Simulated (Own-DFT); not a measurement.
# One host, several defects: D0_22 TiAl3

Everything here is calculated. The program is Own-DFT (plane waves, in-house, since retired, never reviewed by a person); positions were held fixed, and spin and spin-orbit coupling were off.

Common settings: PBE; PseudoDojo norm-conserving scalar-relativistic files; cutoff 42 hartree; 4 x 4 x 4 k mesh centred on Gamma; cold (Marzari-Vanderbilt) smearing of 0.2 eV.

Caveats: forces on such cells failed a check on a denser k mesh; stress not checked against mesh or cutoff.

All runs share one cell, with vectors in Å (-2.365, -6.981, 4.326); (-7.667, 3.491, 1.442); (-2.950, -3.488, -7.241) and a volume of 625.4 Å³. u is the rms random offset of the atoms per axis. The defect's site can differ from row to row.

| cell | formula | u (Å) | P (GPa) |
|---|---|---|---|
| no defect | Al30Ti10 | 0.0190 | 1.94 |
| no defect | Al30Ti10 | 0.0474 | 2.56 |
| no defect | Al30Ti10 | 0.0552 | 2.90 |
| two Al vacancies | Al28Ti10 | 0.0317 | ? |
| two Al vacancies | Al28Ti10 | 0.0319 | 1.23 |
| two Al vacancies | Al28Ti10 | 0.0466 | 1.57 |
| two Al vacancies | Al28Ti10 | 0.0470 | 1.45 |
| two Ti on an Al site each | Al28Ti12 | 0.0292 | 3.09 |
| two Ti on an Al site each | Al28Ti12 | 0.0477 | 3.49 |
| two Ti on an Al site each | Al28Ti12 | 0.0514 | 3.95 |
| two Al on a Ti site each | Al32Ti8 | 0.0315 | 2.91 |
| two Al on a Ti site each | Al32Ti8 | 0.0487 | 3.24 |
| two Al on a Ti site each | Al32Ti8 | 0.0487 | 3.29 |

## What the rows give

P = P0 + c u² + a shift for each defect gives P0 = 1.83 GPa, c = 339 ± 41 GPa/Å² and a scatter of 0.11 GPa. The shifts, and each times the cell's volume:

- two Ti on an Al site each: 1.03 ± 0.09 GPa, 4.0 eV (2.0 eV for each of its 2 sites)
- two Al on a Ti site each: 0.67 ± 0.09 GPa, 2.6 eV (1.3 eV for each of its 2 sites)
- two Al vacancies: -1.02 ± 0.09 GPa, -4.0 eV (-2.0 eV for each of its 2 sites)

A positive shift means that the defect pushes the cell outwards. Shift times volume (160.2 GPa Å³ is 1 eV) depends little on the cell's size, so, taken for each site, it can be compared between cells at like pressure. The atoms around the defects weren't relaxed, which would change these numbers.

## Test on the hidden row

Question: what pressure belongs in the blank (two Al vacancies, u = 0.0317 Å)?

From the fit: 1.15 ± 0.14 GPa. The calculation gave 1.31 GPa.
